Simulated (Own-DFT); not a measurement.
## Calculated data, GaN (wurtzite, strained, atoms displaced), SiC (2H silicon carbide, atoms displaced)

Computed with Own-DFT development build. A calculation, not a measurement: plane-wave PBE density functional theory by an unreviewed code, no spin, of a simulated periodic cell, stress positive in tension, free energy of the whole cell less one offset for each atom, forces on such cells passed a denser k mesh, this cell's mesh not checked; offsets are fitted by least squares, one for each functional and potential file, so energies compare only between cells with the same atoms and settings and are not formation energies; the far tail of each file's local potential was reset to the Coulomb form; each entry is a single point on an unrelaxed cell, so the pressure reflects the starting lattice, mostly measured values (interpolated for alloys), from which strain is counted, and rises with the displacements; printed positions are rounded, which can move forces by about a meV/angstrom; the program, named Own-DFT, is a retired in-house code; no spin-orbit coupling.

Common to all runs: functional PBE.

(1) GaN (wurtzite, strained, atoms displaced)

```
GaN
1.0
     12.7560     0.0000     0.0000
     -4.7835     8.2853     0.0000
      0.0000     0.0000    10.3182
Ga N Ga N Ga N Ga N Ga N Ga N Ga N Ga N Ga N Ga N Ga N Ga N Ga N Ga N Ga N Ga N Ga N Ga N Ga N Ga N Ga N Ga N Ga N Ga N
2 2 2 2 2 2 2 2 2 2 2 2 2 2 2 2 2 2 2 2 2 2 2 2 2 2 2 2 2 2 2 2 2 2 2 2 2 2 2 2 2 2 2 2 2 2 2 2
Direct
  0.08169 0.21833 0.00160
  0.17302 0.11529 0.25547
  0.09021 0.23145 0.18166
  0.16832 0.11403 0.44381
  0.08783 0.23222 0.49200
  0.16703 0.10720 0.75438
  0.07923 0.21217 0.69121
  0.16630 0.11192 0.93288
  0.07861 0.54783 0.99584
  0.16950 0.44901 0.25017
  0.08757 0.55792 0.19036
  0.16795 0.44275 0.43867
  0.08037 0.55367 0.50962
  0.17113 0.45173 0.75494
  0.08839 0.55197 0.68772
  0.16525 0.44167 0.94017
  0.07957 0.87688 0.98940
  0.15073 0.76522 0.25914
  0.08244 0.88533 0.19412
  0.17257 0.78389 0.44230
  0.08289 0.88382 0.49639
  0.17234 0.77217 0.74576
  0.08491 0.88936 0.68400
  0.15861 0.77729 0.92984
  0.33423 0.23049 0.99613
  0.41456 0.10831 0.25552
  0.33125 0.22033 0.18476
  0.42522 0.11015 0.44506
  0.31934 0.22518 0.50050
  0.41405 0.11669 0.74955
  0.33394 0.22096 0.69248
  0.41819 0.10947 0.94050
  0.32939 0.55053 0.00055
  0.41841 0.43866 0.24780
  0.32534 0.54777 0.18221
  0.41582 0.44339 0.43813
  0.33583 0.56051 0.48343
  0.41275 0.43884 0.74276
  0.33407 0.55518 0.68671
  0.42140 0.45024 0.94117
  0.33376 0.89555 0.99841
  0.41504 0.78049 0.24824
  0.33751 0.89094 0.18432
  0.41354 0.77181 0.43154
  0.33516 0.89187 0.49942
  0.41120 0.77479 0.75971
  0.34088 0.89765 0.68828
  0.41759 0.76831 0.93163
  0.57996 0.21175 0.99888
  0.66019 0.10550 0.24609
  0.58530 0.21830 0.18866
  0.66647 0.11203 0.43594
  0.58110 0.21915 0.50096
  0.66780 0.10860 0.75151
  0.58431 0.21246 0.69221
  0.66379 0.10192 0.94117
  0.58015 0.54911 0.99679
  0.66500 0.44410 0.24498
  0.57532 0.55034 0.18524
  0.66979 0.44517 0.43710
  0.58294 0.55136 0.50676
  0.67337 0.44665 0.74862
  0.58663 0.56237 0.69009
  0.67424 0.44237 0.93939
  0.58565 0.88954 0.00006
  0.66071 0.78066 0.24666
  0.58464 0.88121 0.18822
  0.65843 0.76272 0.43810
  0.58719 0.88942 0.49458
  0.67497 0.77628 0.74676
  0.58488 0.88615 0.68359
  0.67204 0.77880 0.93575
  0.84051 0.23131 0.00068
  0.91651 0.11284 0.24673
  0.83460 0.21988 0.18564
  0.91970 0.10987 0.43874
  0.83495 0.22382 0.50138
  0.91560 0.11179 0.75289
  0.82898 0.22219 0.69094
  0.91171 0.10761 0.93883
  0.82879 0.55894 0.99938
  0.90894 0.43915 0.24962
  0.83140 0.54931 0.18666
  0.91577 0.44076 0.44155
  0.83306 0.55880 0.50313
  0.91771 0.44585 0.75162
  0.82801 0.55160 0.68415
  0.91806 0.44662 0.93302
  0.83316 0.89842 0.00395
  0.91606 0.77619 0.25048
  0.83988 0.89396 0.18609
  0.91273 0.77762 0.44206
  0.82822 0.87710 0.50141
  0.91080 0.78132 0.74029
  0.83902 0.88772 0.68397
  0.91077 0.77582 0.93816
```

- potential files: PseudoDojo norm-conserving, scalar-relativistic, standard set with the stringent files for Ga
- wave cutoff: 96 hartree
- occupations: Gaussian
- smearing width: 0.01 eV
- k mesh: 3 x 4 x 3 centred on Gamma
- free energy of cell above offsets: -5.079 eV
- pressure: 8.05 GPa
- stress xx: -7.45 GPa
- stress yy: -7.15 GPa
- stress zz: -9.56 GPa
- stress yz: 0.52 GPa
- stress xz: -0.98 GPa
- stress xy: 0.11 GPa

Force:
```csv
element,x (eV/Å),y (eV/Å),z (eV/Å)
Ga,0.093,-0.097,-1.066
Ga,-1.228,-0.635,-1.082
N,-0.261,-1.208,1.803
N,-1.602,-1.554,-1.401
Ga,-0.701,-1.972,2.02
Ga,-0.81,-0.059,-1.603
N,0.21,1.5,-0.552
N,0.259,-0.46,1.877
Ga,0.526,1.327,0.921
Ga,-0.659,-0.612,-0.084
N,-1.433,-0.991,-0.645
N,-0.733,1.458,-0.477
Ga,0.661,0.005,-2.139
Ga,0.928,-2.061,-0.797
N,-1.311,0.167,0.963
N,-0.265,-0.02,-0.197
Ga,-1.723,1.641,1.419
Ga,1.908,1.087,-1.025
N,-0.37,0.718,-0.84
N,-0.656,-1.319,0.088
Ga,-0.709,0.787,0.792
Ga,-1.157,1.271,-0.396
N,0.201,-0.884,0.424
N,2.738,-1.087,0.504
Ga,0.272,-1.106,0.184
Ga,0.365,0.117,-0.51
N,0.846,-0.137,0.47
N,-2.969,-0.038,-1.15
Ga,3.834,0.775,1.104
Ga,1.996,-0.532,0.306
N,-0.982,0.197,-1.066
N,-1.147,0.838,-0.721
Ga,0.38,0.457,-0.393
Ga,-1.558,0.227,0.198
N,1.758,1.174,1.283
N,0.339,-0.328,-0.123
Ga,-0.002,-0.84,2.191
Ga,0.304,1.588,1.023
N,-0.275,0.112,-0.624
N,-1.029,-0.952,-1.367
Ga,0.041,-1.633,0.049
Ga,0.216,-0.973,-0.877
N,-1.204,-0.163,0.538
N,0.135,1.781,0.408
Ga,1.025,-0.179,0.384
Ga,1.555,0.423,-3.525
N,-0.568,-1.031,0.082
N,-0.827,0.891,3.268
Ga,0.6,1.013,0.115
Ga,1.34,0.198,0.568
N,-1.333,0.459,-0.309
N,0.573,-0.2,-0.194
Ga,1.555,1.059,0.691
Ga,-0.338,-1.204,0.067
N,-1.25,1.514,-0.27
N,0.528,1.409,-0.135
Ga,1.338,1.186,-0.076
Ga,-0.187,-0.201,0.644
N,1.631,0.872,-0.065
N,-0.623,-0.321,-0.005
Ga,0.014,-0.687,-1.01
Ga,-1.68,-1.532,0.514
N,0.303,-1.915,0.323
N,-2.236,-1.138,-0.489
Ga,0.191,-1.398,-0.603
Ga,3.042,-1.694,0.922
N,-2.327,1.37,-0.708
N,0.596,1.45,-0.611
Ga,-0.744,-0.244,0.814
Ga,-1.78,1.017,0.535
N,0.076,-0.142,0.584
N,-0.642,-0.492,0.398
Ga,-1.088,-1.05,-0.437
Ga,1.016,0.194,0.722
N,-0.846,0.178,0.333
N,-0.658,-0.276,-0.231
Ga,-0.046,-1.028,-0.113
Ga,0.167,0.08,-0.821
N,1.267,0.38,-0.195
N,0.604,1.273,-0.075
Ga,1.634,0.34,0.176
Ga,1.423,0.06,0.394
N,-0.436,0.935,0.167
N,-0.115,1.081,-0.295
Ga,0.251,-0.912,-1.195
Ga,-0.219,-0.076,-1.061
N,1.809,1.088,0.766
N,-0.661,0.055,0.975
Ga,0.606,-1.605,-0.59
Ga,-0.334,-0.046,-0.1
N,-1.03,-0.81,1.037
N,1.409,-0.367,-0.921
Ga,-0.909,1.632,-1.039
Ga,3.274,-1.206,1.79
N,-2.406,1.372,-0.004
N,0.231,0.654,-0.627
```

(2) SiC (2H silicon carbide, atoms displaced)

```
SiC
1.0
      6.1654     0.0000     0.0000
     -3.0827     5.3394     0.0000
      0.0000     0.0000    10.0681
Si C Si C Si C Si C Si C Si C Si C Si C
2 2 2 2 2 2 2 2 2 2 2 2 2 2 2 2
Direct
  0.99398 0.98575 0.00250
  0.16285 0.33185 0.25160
  0.99940 0.98976 0.18742
  0.16398 0.32893 0.43039
  0.00254 0.00433 0.50152
  0.16814 0.33258 0.74750
  0.00451 0.00189 0.68716
  0.17398 0.33869 0.93499
  0.99602 0.50163 0.00146
  0.16312 0.82959 0.24950
  0.00310 0.50148 0.18912
  0.16538 0.83182 0.43343
  0.99237 0.49670 0.50415
  0.16276 0.83157 0.75277
  0.99795 0.49507 0.68837
  0.16311 0.82863 0.93632
  0.50675 0.99933 0.99580
  0.66790 0.33369 0.24698
  0.49320 0.00024 0.18663
  0.67238 0.33850 0.43556
  0.49137 0.99863 0.50073
  0.66251 0.33037 0.74841
  0.50650 0.00502 0.69072
  0.66970 0.33758 0.93753
  0.50451 0.49901 0.00108
  0.65511 0.82384 0.25156
  0.50076 0.50401 0.18728
  0.67745 0.84461 0.43995
  0.50546 0.50150 0.50083
  0.66137 0.83281 0.74883
  0.49740 0.50685 0.68393
  0.67109 0.83624 0.93156
```

- potential files: PseudoDojo norm-conserving, scalar-relativistic, standard set
- wave cutoff: 42 hartree
- occupations: Fermi-Dirac
- smearing width: 0.1 eV
- hardware: one NVIDIA H100
- k mesh: 5 x 5 x 3 centred on Gamma
- free energy of cell above offsets: -4.770 eV
- pressure: 3.72 GPa
- stress xx: -2.11 GPa
- stress yy: -2.01 GPa
- stress zz: -7.05 GPa
- stress yz: -0.79 GPa
- stress xz: -0.66 GPa
- stress xy: 0.09 GPa
- wall time: 130.8 s

Force:
```csv
element,x (eV/Å),y (eV/Å),z (eV/Å)
Si,0.161,1.959,-0.816
Si,0.519,-0.623,-1.537
C,-1.369,0.64,0.217
C,0.189,0.919,2.498
Si,0.511,-0.149,-0.746
Si,-0.173,0.043,0.674
C,-0.407,-0.357,0.128
C,-0.475,-0.852,0.847
Si,1.531,-0.448,-0.447
Si,0.229,0.251,-0.105
C,-0.359,-0.537,-0.501
C,-0.207,-0.16,1.439
Si,1.215,0.39,-1.353
Si,0.427,-0.041,-0.751
C,-0.316,0.484,0.131
C,0.498,0.379,0.509
Si,-0.999,-0.013,0.555
Si,-0.208,0.027,0.405
C,0.956,-0.179,-0.242
C,-0.777,-0.813,0.399
Si,1.02,0.368,-0.379
Si,-0.034,1.055,0.343
C,-1.321,-0.767,-0.614
C,-0.04,-0.618,-0.154
Si,-1.066,0.294,-0.606
Si,0.69,1.667,0.025
C,-0.06,-1.018,0.111
C,-1.199,-1.184,-0.117
Si,-0.796,0.363,-1.308
Si,1.127,0.421,-0.507
C,0.763,-0.809,0.671
C,-0.029,-0.691,1.232
```

(3) SiC (2H silicon carbide, atoms displaced)

```
SiC
1.0
      9.2481     0.0000     0.0000
     -4.6241     8.0091     0.0000
      0.0000     0.0000    10.0681
Si C Si C Si C Si C Si C Si C Si C Si C Si C Si C Si C Si C Si C Si C Si C Si C Si C Si C
2 2 2 2 2 2 2 2 2 2 2 2 2 2 2 2 2 2 2 2 2 2 2 2 2 2 2 2 2 2 2 2 2 2 2 2
Direct
  0.99779 0.99793 0.00226
  0.11411 0.22069 0.26348
  0.99107 0.00744 0.19226
  0.09131 0.20740 0.43728
  0.00492 0.00815 0.50186
  0.11491 0.22191 0.75425
  0.00046 0.00938 0.68649
  0.10624 0.21423 0.93171
  0.01170 0.33725 0.99909
  0.12104 0.56346 0.25242
  0.99369 0.33034 0.18110
  0.10537 0.55961 0.43992
  0.98675 0.34050 0.50555
  0.12198 0.56762 0.75379
  0.01155 0.34187 0.68542
  0.10576 0.56450 0.93545
  0.01044 0.67162 0.00737
  0.10205 0.89046 0.26062
  0.99762 0.65894 0.18686
  0.12136 0.88670 0.43851
  0.00851 0.67986 0.49655
  0.11696 0.89202 0.74592
  0.00389 0.66831 0.67478
  0.12383 0.88843 0.93789
  0.34223 0.01573 0.00185
  0.46121 0.23803 0.26084
  0.33917 0.99005 0.18727
  0.45379 0.21930 0.42923
  0.32785 0.98920 0.51214
  0.43383 0.21374 0.74261
  0.32571 0.98929 0.69340
  0.44500 0.22245 0.94197
  0.33587 0.34553 0.99445
  0.43888 0.54558 0.24587
  0.32987 0.34460 0.18303
  0.44967 0.55416 0.43545
  0.31866 0.33191 0.50706
  0.44217 0.55620 0.75031
  0.34173 0.34131 0.69530
  0.44344 0.55225 0.93216
  0.34819 0.67689 0.98788
  0.44522 0.89206 0.24486
  0.33720 0.66793 0.17684
  0.44492 0.87413 0.44416
  0.33772 0.67563 0.50596
  0.45845 0.89667 0.75245
  0.34542 0.67793 0.68541
  0.43579 0.89047 0.94405
  0.67152 0.00663 0.01140
  0.78254 0.22140 0.25038
  0.67324 0.99743 0.17527
  0.76583 0.20332 0.43803
  0.66980 0.00863 0.50602
  0.77070 0.21528 0.74829
  0.66838 0.99688 0.70073
  0.78127 0.22046 0.93694
  0.66863 0.32663 0.99689
  0.78041 0.54491 0.25624
  0.65614 0.33506 0.19137
  0.79196 0.57286 0.43149
  0.65944 0.33557 0.49332
  0.78605 0.55125 0.73659
  0.66836 0.33861 0.69121
  0.77831 0.55969 0.93467
  0.65710 0.66740 0.00052
  0.77403 0.88056 0.23601
  0.65369 0.65733 0.18557
  0.77865 0.88983 0.44969
  0.67092 0.67467 0.50254
  0.77944 0.89283 0.75054
  0.66069 0.66995 0.68279
  0.77888 0.89054 0.93243
```

* potential files: PseudoDojo norm-conserving, scalar-relativistic, standard set
* wave cutoff: 42 hartree
* occupations: Fermi-Dirac
* smearing width: 0.1 eV
* hardware: one NVIDIA H100
* k mesh: 4 x 4 x 3 centred on Gamma
* free energy of cell above offsets: -1.373 eV
* pressure: 6.96 GPa
* stress xx: -2.33 GPa
* stress yy: -7.69 GPa
* stress zz: -10.88 GPa
* stress yz: 1.78 GPa
* stress xz: 0.19 GPa
* stress xy: -1.14 GPa
* wall time: 370.9 s

Force:
```csv
element,x (eV/Å),y (eV/Å),z (eV/Å)
Si,1.042,-0.514,-0.64
Si,-1.452,1.129,-3.942
C,2.752,-1.002,-0.593
C,0.94,4.373,1.585
Si,-0.51,-3.559,0.574
Si,-0.891,0.818,-1.595
C,1.524,-1.003,0.374
C,0.71,1.495,1.968
Si,-1.811,0.01,-0.87
Si,-0.304,-1.074,-1.201
C,1.641,1.145,2.256
C,1.773,-0.322,-0.415
Si,1.579,-0.867,-1.088
Si,-0.812,-0.726,-1.412
C,-1.02,-0.539,1.415
C,3.515,-1.528,0.032
Si,-2.647,0.092,-1.527
Si,1.999,-0.305,-3.195
C,-0.358,1.389,1.756
C,-2.113,2.481,0.694
Si,-0.3,-2.302,-0.186
Si,-2.839,-1.715,1.859
C,0.313,0.657,2.177
C,-2.12,0.897,0.129
Si,-0.43,-2.925,1.024
Si,-3.732,-3.397,-4.134
C,-3.897,3.048,0.497
C,-3.131,-1.047,5.027
Si,2.085,1.218,-2.92
Si,1.674,1.539,2.205
C,2.024,2.073,-1.041
C,-0.443,1.772,-1.715
Si,0.395,-3.291,1.043
Si,-1.046,3.254,1.453
C,0.976,-3.8,0.455
C,-1.546,-0.569,0.617
Si,1.665,0.643,-1.391
Si,1.243,1.36,-0.911
C,-1.352,-1.959,-1.463
C,-0.731,1.762,-0.246
Si,-2.627,-1.619,1.931
Si,2.299,-1.929,1.074
C,0.176,-0.049,1.39
C,-0.885,4.606,-1.58
Si,0.684,-4.092,-1.178
Si,-2.11,-1.413,1.668
C,-0.77,-0.827,1.893
C,2.582,1.892,-1.845
Si,-0.317,-0.735,-6.709
Si,-1.116,-0.703,-0.77
C,-1.268,0.483,6.486
C,-0.494,5.266,-0.76
Si,0.607,-4.88,0.75
Si,1.252,2.23,1.058
C,-0.314,1.796,-2.811
C,0.104,0.383,0.254
Si,-0.749,2.319,0.167
Si,-1.228,2.174,-2.677
C,4.35,-0.104,-1.382
C,-0.949,-1.795,2.219
Si,2.314,0.988,1.417
Si,-2.085,2.615,2.805
C,-0.32,-3.12,-2.181
C,0.618,-0.315,0.144
Si,2.833,-0.246,-1.002
Si,-1.116,-0.18,3.019
C,2.052,0.58,0.076
C,-0.003,1.029,-2.244
Si,-0.306,-1.091,-1.036
Si,1.228,-1.385,-0.205
C,1.706,-0.354,1.434
C,-0.511,-0.233,1.938
```
